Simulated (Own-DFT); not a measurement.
Simulation results for Si2SnGe13 (diamond-structure random alloy, strained, atoms displaced)

Computed with Own-DFT development build. A calculation, not a measurement: plane-wave density functional theory by an unreviewed code, no spin, of a simulated periodic cell, stress positive in tension, run twice, with PBE and with PBEsol, both on files made for PBE, so the change isn't that of files made for PBEsol, forces on such cells moved up to 12 meV/angstrom on a denser k mesh; the far tail of each file's local potential was reset to the Coulomb form; each entry is a single point on an unrelaxed cell, so the pressure reflects the starting lattice, mostly measured values (interpolated for alloys), from which strain is counted, and rises with the displacements; printed positions are rounded, which can move forces by about a meV/angstrom; the program, named Own-DFT, is a retired in-house code; no spin-orbit coupling; stress was not checked against mesh or cutoff.

### Si2SnGe13 (diamond-structure random alloy, strained, atoms displaced)

```
cell vectors (Å)
  11.1075     0.0000     0.0000
   0.0000    11.1075     0.0000
   0.0000     0.0000    11.3631
atoms (fractions of the cell vectors)
Ge  0.00070  0.99873  0.00106
Ge  0.99592  0.25355  0.24821
Ge  0.24726  0.99875  0.24895
Ge  0.25569  0.25013  0.00285
Ge  0.12310  0.11887  0.12771
Si  0.12272  0.37904  0.38037
Sn  0.37328  0.12759  0.37461
Ge  0.36637  0.37876  0.12428
Si  0.00281  0.00438  0.49898
Ge  0.99851  0.25021  0.75001
Ge  0.25162  0.00321  0.75131
Ge  0.25101  0.25378  0.50574
Ge  0.12991  0.11980  0.61694
Ge  0.12039  0.37158  0.87620
Si  0.37311  0.11809  0.87525
Ge  0.37768  0.36716  0.62652
Ge  0.99701  0.48923  0.00060
Ge  0.99472  0.76092  0.24979
Ge  0.25613  0.50054  0.25407
Ge  0.24762  0.75043  0.99609
Ge  0.12682  0.62834  0.12353
Ge  0.12883  0.87770  0.37837
Ge  0.37610  0.63254  0.37219
Ge  0.37448  0.87894  0.12041
Ge  0.99485  0.49923  0.49935
Ge  0.00421  0.74675  0.74955
Ge  0.24622  0.50431  0.74870
Ge  0.24243  0.75638  0.49574
Ge  0.12533  0.62539  0.62740
Si  0.12563  0.87492  0.87480
Ge  0.37223  0.62407  0.86945
Ge  0.36926  0.87451  0.63133
Ge  0.50362  0.00402  0.00910
Ge  0.49704  0.24845  0.24986
Ge  0.74746  0.00138  0.24701
Ge  0.75364  0.25047  0.00479
Ge  0.61946  0.12654  0.13039
Ge  0.62137  0.36621  0.36831
Ge  0.87479  0.12138  0.36817
Ge  0.87129  0.37373  0.12429
Ge  0.49390  0.00504  0.49340
Ge  0.50440  0.24997  0.75571
Ge  0.74935  0.00265  0.75182
Ge  0.74752  0.25222  0.48937
Ge  0.62615  0.12668  0.62807
Sn  0.62109  0.37394  0.87745
Sn  0.87031  0.12020  0.87251
Ge  0.86715  0.37456  0.61625
Ge  0.49987  0.50766  0.99048
Ge  0.50255  0.74432  0.25150
Ge  0.74656  0.50542  0.25365
Ge  0.75802  0.74362  0.99864
Si  0.62851  0.61800  0.12966
Si  0.62813  0.87454  0.37095
Ge  0.87239  0.62605  0.38149
Sn  0.87540  0.87928  0.12300
Si  0.50600  0.50524  0.50678
Ge  0.50182  0.75020  0.75093
Ge  0.75055  0.49887  0.75389
Ge  0.75150  0.75364  0.50299
Ge  0.61832  0.63298  0.62428
Ge  0.62494  0.87282  0.87821
Ge  0.87480  0.61978  0.87843
Si  0.87578  0.87151  0.62928
```

* functional: PBE, then PBEsol
* potential files: PseudoDojo norm-conserving, scalar-relativistic, standard set
* wave cutoff: 49 hartree
* occupations: Fermi-Dirac
* smearing width: 0.1 eV
* k mesh: 3 x 3 x 3 centred on Gamma
* PBE pressure: 8.54 GPa
* PBE stress xx: -9.04 GPa
* PBE stress yy: -9.09 GPa
* PBE stress zz: -7.49 GPa
* PBE stress yz: -0.61 GPa
* PBE stress xz: -0.98 GPa
* PBE stress xy: -0.21 GPa
* PBEsol pressure: 5.43 GPa
* PBEsol stress xx: -5.93 GPa
* PBEsol stress yy: -5.98 GPa
* PBEsol stress zz: -4.37 GPa
* PBEsol stress yz: -0.58 GPa
* PBEsol stress xz: -0.94 GPa
* PBEsol stress xy: -0.2 GPa
* rms change of force components from PBE to PBEsol: 0.047 eV/Å

Force:
| force element | PBE force x (eV/Å) | PBE force y (eV/Å) | PBE force z (eV/Å) | PBEsol force x (eV/Å) | PBEsol force y (eV/Å) | PBEsol force z (eV/Å) |
| --- | --- | --- | --- | --- | --- | --- |
| Ge | 2.423 | 0.262 | -1.234 | 2.321 | 0.287 | -1.153 |
| Ge | 0.993 | -0.037 | 0.501 | 0.919 | -0.076 | 0.45 |
| Ge | -0.278 | -0.898 | -0.658 | -0.277 | -0.87 | -0.643 |
| Ge | -0.883 | -1.034 | -0.751 | -0.885 | -0.961 | -0.686 |
| Ge | 0.07 | 1.129 | -0.385 | 0.063 | 1.083 | -0.372 |
| Si | 0.253 | -0.319 | -0.504 | 0.247 | -0.314 | -0.491 |
| Sn | -1.48 | 0.486 | -0.525 | -1.431 | 0.468 | -0.506 |
| Ge | 1.751 | 0.237 | -0.191 | 1.686 | 0.22 | -0.181 |
| Si | -0.923 | -1.031 | 0.086 | -0.867 | -0.978 | 0.048 |
| Ge | 0.706 | 0.451 | -1.877 | 0.686 | 0.443 | -1.809 |
| Ge | -0.752 | -0.455 | 0.476 | -0.734 | -0.457 | 0.376 |
| Ge | -1.398 | 0.905 | -0.362 | -1.319 | 0.837 | -0.306 |
| Ge | -0.746 | 0.681 | 1.055 | -0.667 | 0.703 | 1.059 |
| Ge | 0.935 | 0.035 | -0.265 | 0.887 | 0.041 | -0.252 |
| Si | 0.858 | 0.925 | 0.513 | 0.846 | 0.906 | 0.503 |
| Ge | 0.47 | 1.701 | 0.379 | 0.425 | 1.611 | 0.392 |
| Ge | 0.484 | 1.172 | 0.339 | 0.457 | 1.133 | 0.316 |
| Ge | 1.878 | -2.366 | 1.938 | 1.831 | -2.291 | 1.882 |
| Ge | -1.418 | 0.224 | 0.316 | -1.335 | 0.25 | 0.265 |
| Ge | 0.33 | 0.322 | -0.245 | 0.355 | 0.28 | -0.201 |
| Ge | -0.668 | -0.564 | 0.561 | -0.639 | -0.545 | 0.536 |
| Ge | -1.573 | 0.715 | -0.689 | -1.485 | 0.658 | -0.702 |
| Ge | 0.085 | -0.99 | 1.591 | 0.059 | -0.933 | 1.495 |
| Ge | -0.029 | -0.967 | 0.698 | -0.029 | -0.927 | 0.676 |
| Ge | 0.765 | 0.093 | 0.286 | 0.693 | 0.126 | 0.31 |
| Ge | -0.632 | 0.696 | 0.7 | -0.603 | 0.605 | 0.675 |
| Ge | 0.359 | -1.467 | 0.095 | 0.351 | -1.408 | 0.097 |
| Ge | 1.154 | -1.098 | 1.181 | 1.118 | -1.052 | 1.14 |
| Ge | -0.252 | -0.053 | -1.263 | -0.251 | -0.047 | -1.21 |
| Si | -0.144 | 0.246 | -0.179 | -0.141 | 0.235 | -0.174 |
| Ge | -0.076 | 0.743 | 0.184 | -0.067 | 0.714 | 0.179 |
| Ge | 0.73 | 0.002 | -1.001 | 0.697 | 0.009 | -0.97 |
| Ge | -0.578 | -0.327 | -1.626 | -0.537 | -0.346 | -1.532 |
| Ge | 0.138 | 1.572 | -1.811 | 0.154 | 1.52 | -1.753 |
| Ge | -1.36 | 0.419 | 1.261 | -1.284 | 0.454 | 1.189 |
| Ge | -0.967 | -0.537 | 1.272 | -0.939 | -0.51 | 1.239 |
| Ge | 1.055 | 0.66 | -0.221 | 1.02 | 0.628 | -0.213 |
| Ge | -0.239 | 2.01 | 0.725 | -0.196 | 1.909 | 0.678 |
| Ge | 0.319 | 0.215 | 0.885 | 0.269 | 0.251 | 0.81 |
| Ge | -0.131 | 0.714 | 0.969 | -0.116 | 0.678 | 0.925 |
| Ge | 2.406 | -2.584 | 2.328 | 2.309 | -2.472 | 2.287 |
| Ge | -2.263 | -2.334 | -1.378 | -2.164 | -2.235 | -1.379 |
| Ge | -1.596 | -2.681 | -2.155 | -1.585 | -2.564 | -2.055 |
| Ge | 0.176 | -1.108 | 0.728 | 0.17 | -1.066 | 0.704 |
| Ge | -0.232 | -0.095 | -1.055 | -0.231 | -0.083 | -1.013 |
| Sn | 1.39 | 0.109 | 0.718 | 1.35 | 0.111 | 0.688 |
| Sn | 1.347 | 1.136 | 1.131 | 1.305 | 1.109 | 1.107 |
| Ge | 0.433 | -0.069 | 0.931 | 0.422 | -0.059 | 0.898 |
| Ge | -1.174 | 0.871 | 2.793 | -1.172 | 0.814 | 2.665 |
| Ge | 0.715 | 1.127 | -1.012 | 0.622 | 1.089 | -0.964 |
| Ge | 0.416 | -0.986 | 0.058 | 0.444 | -1.004 | 0.097 |
| Ge | -2.125 | -0.704 | -0.02 | -2.026 | -0.657 | -0.058 |
| Si | -0.652 | 0.947 | -1.221 | -0.641 | 0.926 | -1.198 |
| Si | -0.438 | 0.16 | 0.58 | -0.433 | 0.154 | 0.564 |
| Ge | 0.319 | 0.519 | -0.831 | 0.3 | 0.497 | -0.796 |
| Sn | -1.045 | -0.162 | -0.366 | -1.007 | -0.155 | -0.354 |
| Si | -1.041 | -0.988 | -1.192 | -1.02 | -0.966 | -1.165 |
| Ge | -0.782 | 0.53 | 0.292 | -0.762 | 0.508 | 0.279 |
| Ge | 0.397 | 1.13 | -1.855 | 0.392 | 1.096 | -1.787 |
| Ge | -0.417 | 0.562 | -0.116 | -0.409 | 0.47 | -0.12 |
| Ge | 1.342 | -0.795 | 0.257 | 1.335 | -0.725 | 0.295 |
| Ge | 0.204 | 0.141 | 0.231 | 0.202 | 0.137 | 0.218 |
| Ge | 0.91 | -0.137 | -0.698 | 0.873 | -0.141 | -0.67 |
| Si | 0.482 | 0.941 | -0.369 | 0.441 | 0.881 | -0.328 |
